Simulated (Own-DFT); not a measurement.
# Response to strain: beta-Si3N4, 112 atoms (N64Si48)

All numbers below are calculated, not measured. They come from Own-DFT, an in-house plane-wave density functional program, since retired, whose code no person has reviewed. Each row is one single-point run on a periodic cell that was not relaxed, without spin or spin-orbit coupling.

Settings of every run: PBE; PseudoDojo norm-conserving scalar-relativistic files; cutoff 42 hartree; 2 x 2 x 4 k mesh centred on Gamma; Fermi-Dirac smearing of 0.1 eV.

Known limits: forces on such cells moved up to 12 meV/angstrom on a denser k mesh; stress not checked against mesh or cutoff.

Unstrained cell vectors in Å: (15.212, 0.000, 0.000); (-7.606, 13.174, 0.000); (0.000, 0.000, 5.818). The unstrained cell has measured lattice constants (interpolated for alloys), not those of this functional. That, the random moves and any unrelaxed bonds set the pressure at no strain. Each run strains this cell uniformly, with the atoms carried along. Every atom was also moved at random, by a Gaussian of width 0.05 Å on each axis. Strain is the symmetric tensor, in per cent. Stress is positive in tension, and the pressure is minus a third of its trace.

```
run,e_xx (%),e_yy (%),e_zz (%),e_yz (%),e_xz (%),e_xy (%),s_xx (GPa),s_yy (GPa),s_zz (GPa),s_yz (GPa),s_xz (GPa),s_xy (GPa),P (GPa),E (meV/atom)
1,1.17,-0.80,0.10,-0.07,-1.68,1.42,-0.83,-11.28,-8.37,-0.25,-5.26,4.10,6.83,2.4
2,-0.47,1.86,-0.10,-1.65,1.65,1.44,-7.07,-0.11,-7.76,-4.58,5.54,5.21,4.98,19.4
3,-2.00,0.98,1.96,1.78,-0.61,1.83,-15.08,-4.43,1.35,6.66,-1.39,8.80,6.06,12.1
4,-2.00,0.96,-0.46,-0.72,0.97,-1.22,-16.23,-5.08,-18.33,-4.75,3.63,-3.26,13.21,39.2
5,1.54,-0.55,-1.40,1.09,-1.94,-1.20,-1.65,-9.89,-16.86,3.29,-6.31,-3.30,9.46,8.9
6,-0.96,1.31,-1.38,1.65,-1.62,-1.19,-11.71,-3.56,-21.60,8.20,-5.63,-3.32,12.29,39.9
7,-0.42,0.36,1.11,-0.82,-0.99,-0.80,-7.49,-6.81,-3.29,-1.84,-3.99,-2.34,5.86,12.3
8,1.49,-1.43,-0.65,-1.57,1.13,0.14,-3.78,-12.01,-15.60,-4.42,5.17,2.30,10.46,25.2
9,-1.16,1.54,-0.53,-1.94,-1.57,1.61,-11.06,-1.96,-14.36,-3.98,-3.52,5.86,9.13,34.7
10,-1.95,1.39,1.46,-1.46,1.37,-1.96,-14.49,-2.02,-0.87,-4.49,4.31,-8.51,5.79,0.0
11,-0.02,1.51,-1.19,-0.07,1.38,-0.27,-5.79,-0.64,-17.41,-1.98,4.21,-1.66,7.95,12.9
12,1.81,1.65,-0.68,0.78,-1.59,-1.95,3.44,3.34,-12.64,3.77,-3.76,-6.66,1.96,13.8
13,-0.82,-1.91,0.90,-0.16,-0.26,0.00,-16.03,-19.46,-5.49,0.28,-1.07,0.25,13.66,32.7
14,1.49,1.63,-1.59,0.96,0.53,0.93,1.65,-0.03,-16.73,2.63,0.05,2.64,5.04,13.1
15,-0.44,0.44,1.65,-0.93,-1.95,-1.04,-8.77,-4.65,0.69,-3.41,-6.49,-4.34,4.24,4.5
16,-1.46,-1.37,-0.15,0.44,0.47,0.01,-15.43,-19.11,-15.13,2.25,2.40,-0.74,16.56,34.3
17,-0.37,-1.49,1.94,-0.63,1.62,-0.24,?,?,?,?,?,?,?,?
```

E is the free energy for each atom above the lowest run shown.

## Worked fit

Each stress component was fitted by least squares to a constant and the strains of the runs shown, as fractions, with shears doubled. Shear strains stay in the fit of a normal stress only where such slopes are resolved. The slopes, in GPa:

| stress | at no strain | per e_xx | per e_yy | per e_zz | scatter |
|---|---|---|---|---|---|
| s_xx | -7.5 | 500 ± 25 | 157 ± 23 | 52 ± 29 | 1.07 |
| s_yy | -8.2 | 149 ± 25 | 533 ± 23 | 77 ± 29 | 1.08 |
| s_zz | -10.3 | 167 ± 33 | 94 ± 31 | 729 ± 40 | 1.45 |

Each shear stress against twice its own strain: yz 158 ± 18, xz 155 ± 11, xy 184 ± 13 GPa. These are stiffnesses along x, y and z of the frame in which the cell vectors are given, which need not be the crystal's axes. The atoms are held to the strained lattice; where symmetry lets them move under strain, relaxing them would lower some slopes. The table should be nearly symmetric about its diagonal, and what it lacks of that shows the noise. A ninth of its sum, 273 ± 7 GPa, estimates the bulk modulus near the mean pressure of these runs, 8.3 GPa, so it lies above the value at zero pressure.

## Withheld run

Question: what normal stresses and pressure should run 17 give?

The fit gives s_xx = -10.7, s_yy = -15.2, s_zz = 1.8 and P = 8.1 GPa. The calculation gave -10.71, -13.38, 1.23 and P = 7.62 GPa.
